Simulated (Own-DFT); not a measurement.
# Which defects push the lattice out? grey tin

Calculated, not measured: single-point runs of Own-DFT, a retired in-house plane-wave DFT program that no person has reviewed, on unrelaxed cells, without spin or spin-orbit coupling.

Common settings: PBE; PseudoDojo norm-conserving scalar-relativistic files; cutoff 42 hartree; 3 x 3 x 3 k mesh centred on Gamma; cold (Marzari-Vanderbilt) smearing of 0.2 eV.

Caveats (not all hold for every row): not probed for a lower state with spin; forces on such cells moved up to 12 meV/angstrom on a denser k mesh; stress not checked against mesh or cutoff.

All runs share one cell, with vectors in Å (12.978, 0.000, 0.000); (0.000, 12.978, 0.000); (0.000, 0.000, 12.978) and a volume of 2185.9 Å³. The atoms are randomly displaced, by u rms on each axis. The defect's site can differ from row to row.

```
            cell  formula   u (Å)  P (GPa)
       no defect     Sn64  0.0209     3.38
       no defect     Sn64  0.0499     3.62
       no defect     Sn64  0.0526     3.66
two Sn vacancies     Sn62  0.0287     3.08
two Sn vacancies     Sn62  0.0311     3.18
two Sn vacancies     Sn62  0.0485        ?
two Sn vacancies     Sn62  0.0486     3.18
  one Sn vacancy     Sn63  0.0308     3.24
  one Sn vacancy     Sn63  0.0309     3.22
  one Sn vacancy     Sn63  0.0490     3.41
```

## Working it out

P = P0 + c u² + a shift for each defect gives P0 = 3.36 GPa, c = 100 ± 20 GPa/Å² and a scatter of 0.05 GPa. The shifts, and each times the cell's volume:

- one Sn vacancy: -0.22 ± 0.04 GPa, -2.9 eV
- two Sn vacancies: -0.35 ± 0.04 GPa, -4.8 eV (-2.4 eV for each of its 2 sites)

Positive is outwards. The product with the volume (160.2 GPa Å³ to the eV) is nearly free of the cell's size; divided by the bulk modulus at the cell's pressure it gives the volume that the defect adds. The atoms around the defects weren't relaxed, which would change these numbers.

## Withheld run

Question: what pressure belongs in the blank (two Sn vacancies, u = 0.0485 Å)?

From the fit: 3.25 ± 0.06 GPa. DFT gave 3.33 GPa.
